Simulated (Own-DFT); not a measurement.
# How strain changes the stress of wurtzite AlGaN with randomly placed atoms, 96 atoms (Al36Ga12N48)

All numbers below are calculated, not measured. The program, named Own-DFT, is a retired in-house plane-wave density functional code that no person has reviewed. Each row is one single-point run on a periodic cell that was not relaxed, without spin or spin-orbit coupling.

Settings of every run: PBE; PseudoDojo norm-conserving scalar-relativistic files (stringent for Ga); cutoff 96 hartree; 3 x 4 x 3 k mesh centred on Gamma; Gaussian smearing of 0.01 eV.

Known limits: k mesh not checked against a denser one; stress not checked against mesh or cutoff.

Unstrained cell vectors in Å: (12.525, 0.000, 0.000); (-4.697, 8.135, 0.000); (0.000, 0.000, 10.066). The unstrained cell has measured lattice constants (interpolated for alloys), not those of this functional. That, the random moves and any unrelaxed bonds set the pressure at no strain. Each run strains this cell uniformly, with the atoms carried along. Every atom was also moved at random, by a Gaussian of width 0.05 Å on each axis. The random placing of the alloy's atoms differs from row to row. Strain is the symmetric tensor, in per cent. Stress is positive in tension, and the pressure is minus a third of its trace.

| run | e_xx (%) | e_yy (%) | e_zz (%) | s_xx (GPa) | s_yy (GPa) | s_zz (GPa) | P (GPa) | E (meV/atom) |
|---|---|---|---|---|---|---|---|---|
| 1 | 1.75 | 1.75 | 0.00 | 1.88 | 3.98 | -3.93 | -0.64 | 0.0 |
| 2 | -2.25 | -2.25 | 0.00 | -21.58 | -19.37 | -10.62 | 17.19 | 55.2 |
| 3 | 2.25 | 2.25 | 0.00 | 4.41 | 4.88 | -2.99 | -2.10 | 15.4 |
| 4 | 2.75 | 2.75 | 0.00 | 8.38 | 6.86 | -4.54 | -3.57 | 21.6 |
| 5 | 1.00 | 1.00 | 0.00 | -0.33 | -0.90 | -5.67 | 2.30 | 3.4 |
| 6 | 1.50 | 1.50 | 0.00 | 2.89 | 2.23 | -6.24 | 0.38 | 0.5 |
| 7 | 1.25 | 1.25 | 0.00 | 0.28 | -0.42 | -4.11 | 1.42 | 6.9 |
| 8 | -1.50 | -1.50 | 0.00 | -15.79 | -16.12 | -9.61 | 13.84 | 42.0 |
| 9 | 2.00 | 2.00 | 0.00 | ? | ? | ? | ? | ? |

E is the free energy for each atom above the lowest run shown.

## Worked fit

The change of volume is close to e_xx + e_yy + e_zz. A straight line through the runs shown gives P = 7.29 - 214 x (fractional change of volume) GPa, with an error of 7 on the slope and a scatter of 0.65 GPa. The strain isn't the same on all axes and the cell isn't cubic, so the slope belongs to this path and is not the bulk modulus.

## Withheld run

Question: what pressure should run 9 give? Its volume changes by 4.04 %.

The line gives -1.4 GPa. The calculation gave -1.60 GPa.
